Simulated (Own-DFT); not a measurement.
# Strain and stress in 3C SiC, 64 atoms (C32Si32)

These are calculations, not measurements. The program, named Own-DFT, is a retired in-house plane-wave density functional code that no person has reviewed. Each row is one single-point run on a periodic cell that was not relaxed, without spin or spin-orbit coupling.

Settings of every run: PBE; PseudoDojo norm-conserving scalar-relativistic files; cutoff 42 hartree; 4 x 4 x 4 k mesh centred on Gamma; Fermi-Dirac smearing of 0.1 eV.

Known limits: forces on such cells passed a denser k mesh, each cell not checked; stress not checked against mesh or cutoff.

Unstrained cell vectors in Å: (8.719, 0.000, 0.000); (0.000, 8.719, 0.000); (0.000, 0.000, 8.719). The unstrained cell has measured lattice constants (interpolated for alloys), not those of this functional. That, the random moves and any unrelaxed bonds set the pressure at no strain. Each run strains this cell uniformly, with the atoms carried along. Every atom was also moved at random, by a Gaussian of width 0.05 Å on each axis. Strain is the symmetric tensor, in per cent. Stress is positive in tension, and the pressure is minus a third of its trace.

```
run,e_xx (%),e_yy (%),e_zz (%),e_yz (%),e_xz (%),e_xy (%),s_xx (GPa),s_yy (GPa),s_zz (GPa),s_yz (GPa),s_xz (GPa),s_xy (GPa),P (GPa),E (meV/atom)
1,0.91,-1.60,0.77,0.59,-0.60,-0.89,-3.61,-9.00,-4.00,4.12,-2.51,-5.43,5.54,21.4
2,-0.23,-0.60,0.38,-0.95,-1.71,0.34,-7.30,-8.21,-5.59,-4.64,-9.56,2.85,7.03,26.2
3,1.74,-1.73,-1.31,1.63,-1.08,-1.90,-2.49,-11.51,-10.69,8.68,-5.89,-9.36,8.23,21.9
4,1.89,1.71,0.17,1.25,0.56,-0.58,4.10,3.34,-0.31,6.55,1.39,-1.38,-2.38,8.4
5,1.87,-1.39,-1.87,-1.78,1.40,0.15,-2.41,-11.01,-12.73,-11.08,8.49,2.59,8.72,14.5
6,-0.73,1.49,1.13,1.22,1.81,0.54,-4.53,0.47,-0.45,6.29,9.41,2.68,1.50,2.8
7,-0.84,-1.13,-0.15,-0.94,1.79,1.58,-11.54,-11.74,-8.96,-6.06,11.83,9.10,10.75,24.5
8,-1.47,-1.06,0.63,1.63,0.20,1.19,-11.63,-11.37,-6.68,10.14,0.29,6.82,9.90,19.1
9,2.00,1.03,-0.04,1.86,1.83,-1.80,1.96,-0.32,-3.10,10.95,9.67,-10.15,0.49,43.4
10,-1.43,-0.49,0.26,0.39,0.77,-0.99,-12.13,-9.47,-7.24,2.04,4.43,-7.05,9.62,20.7
11,1.58,-1.45,-1.54,1.28,-1.57,-0.17,-3.35,-11.91,-12.19,5.36,-8.22,-2.21,9.15,34.9
12,-1.50,-0.12,0.73,-1.75,0.05,0.93,-10.63,-8.13,-5.69,-11.12,1.41,5.43,8.15,26.8
13,0.66,0.17,-1.89,-1.91,0.66,0.65,-4.97,-6.32,-11.54,-9.19,5.11,2.04,7.61,7.7
14,-1.95,0.90,-0.08,0.57,-1.98,0.74,-12.69,-5.73,-8.67,3.11,-11.58,4.75,9.03,34.1
15,1.94,-0.16,0.02,-0.30,-1.65,1.86,1.29,-3.45,-3.67,-1.31,-8.65,9.66,1.94,16.7
16,-1.61,1.39,1.04,0.12,0.55,0.83,-7.77,-0.86,-1.37,0.58,3.22,4.89,3.33,0.0
17,-0.26,-1.10,-1.61,-1.02,0.41,-1.81,-11.80,-13.76,-14.70,-7.84,2.51,-11.54,13.42,36.9
18,0.88,-0.34,0.85,-1.73,1.85,1.82,?,?,?,?,?,?,?,?
```

E is the free energy for each atom above the lowest run shown.

## Worked fit

Each stress component was fitted by least squares to a constant and the strains of the runs shown, as fractions, with shears doubled. Shear strains stay in the fit of a normal stress only where such slopes are resolved. The slopes, in GPa:

```
stress  at no strain  per e_xx  per e_yy  per e_zz  scatter
  s_xx          -5.8  388 ± 15  138 ± 18  135 ± 23     0.75
  s_yy          -6.0  147 ± 11  376 ± 14  152 ± 18     0.58
  s_zz          -6.0  131 ± 11  131 ± 14  394 ± 17     0.56
```

Each shear stress against twice its own strain: yz 282 ± 15, xz 284 ± 7, xy 283 ± 17 GPa. These are stiffnesses along x, y and z of the frame in which the cell vectors are given, which need not be the crystal's axes. The atoms are held to the strained lattice; where symmetry lets them move under strain, relaxing them would lower some slopes. The table should be nearly symmetric about its diagonal, and what it lacks of that shows the noise. A ninth of its sum, 221 ± 7 GPa, estimates the bulk modulus near the mean pressure of these runs, 6.6 GPa, so it lies above the value at zero pressure.

## Withheld run

Question: what normal stresses and pressure should run 18 give?

The fit gives s_xx = -1.7, s_yy = -4.7, s_zz = -1.9 and P = 2.8 GPa. The calculation gave -1.52, -4.65, -2.16 and P = 2.78 GPa.
